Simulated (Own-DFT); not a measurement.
# Shaking the atoms of beta-Si3N4, 112 atoms (N64Si48)

All numbers below are calculated, not measured. The program, named Own-DFT, is a retired in-house plane-wave density functional code that no person has reviewed. Each row is one single-point run on a periodic cell that was not relaxed, without spin or spin-orbit coupling.

Settings of every run: PBE; PseudoDojo norm-conserving scalar-relativistic files; cutoff 42 hartree; 2 x 2 x 4 k mesh centred on Gamma; Fermi-Dirac smearing of 0.1 eV.

Known limits, some of them of some rows only: some atoms lie very close together; forces on such cells moved up to 12 meV/angstrom on a denser k mesh; stress not checked against mesh or cutoff.

Cell vectors in Å: (15.212, 0.000, 0.000); (-7.606, 13.174, 0.000); (0.000, 0.000, 5.818). In each run every atom was moved at random and independently from its ideal site; u is the rms move along one axis. E is the free energy for each atom above the fitted value at u = 0, and F the rms of the force components.

| run | u (Å) | E (meV/atom) | F (eV/Å) | largest force (eV/Å) | P (GPa) |
|---|---|---|---|---|---|
| 1 | 0.0197 | 17.6 | 0.829 | 3.54 | 5.49 |
| 2 | 0.0203 | 19.6 | 0.878 | 2.98 | 5.44 |
| 3 | 0.0477 | ? | ? | ? | ? |
| 4 | 0.0503 | 107.8 | 1.875 | 8.12 | 7.72 |
| 5 | 0.0529 | 149.1 | 2.482 | 9.87 | 8.92 |
| 6 | 0.0947 | 425.3 | 4.539 | 34.24 | 15.82 |
| 7 | 0.0985 | 437.4 | 4.303 | 16.07 | 17.09 |
| 8 | 0.1412 | 962.9 | 8.710 | 54.27 | 30.04 |

## Worked fit

For small independent moves the energy grows as E = (3/2) K u², with K the mean stiffness felt by one atom. The runs with u up to 0.11 Å give K = 31.3 ± 1.4 eV/Å², with residuals divided by u² + 0.0006 Å², since the noise grows with the moves. The scatter is 10.1 meV/atom at u = 0.05 Å. The forces follow F = G u with G = 43.7 eV/Å²; no force at u = 0 is resolved. G exceeds K because the moves of its neighbours add to the force on an atom, and stiffness differs between atoms. At u = 0.141 Å the parabola gives 936 meV/atom and the run 963. The pressure follows P = 5.00 + 1230 u² GPa: at fixed volume, shortened bonds push harder than stretched ones pull.

## Withheld run

Question: what energy and rms force should run 3 give?

The fit gives 107 ± 10 meV/atom and about 2.09 eV/Å. The calculation gave 111.3 meV/atom and 2.001 eV/Å.
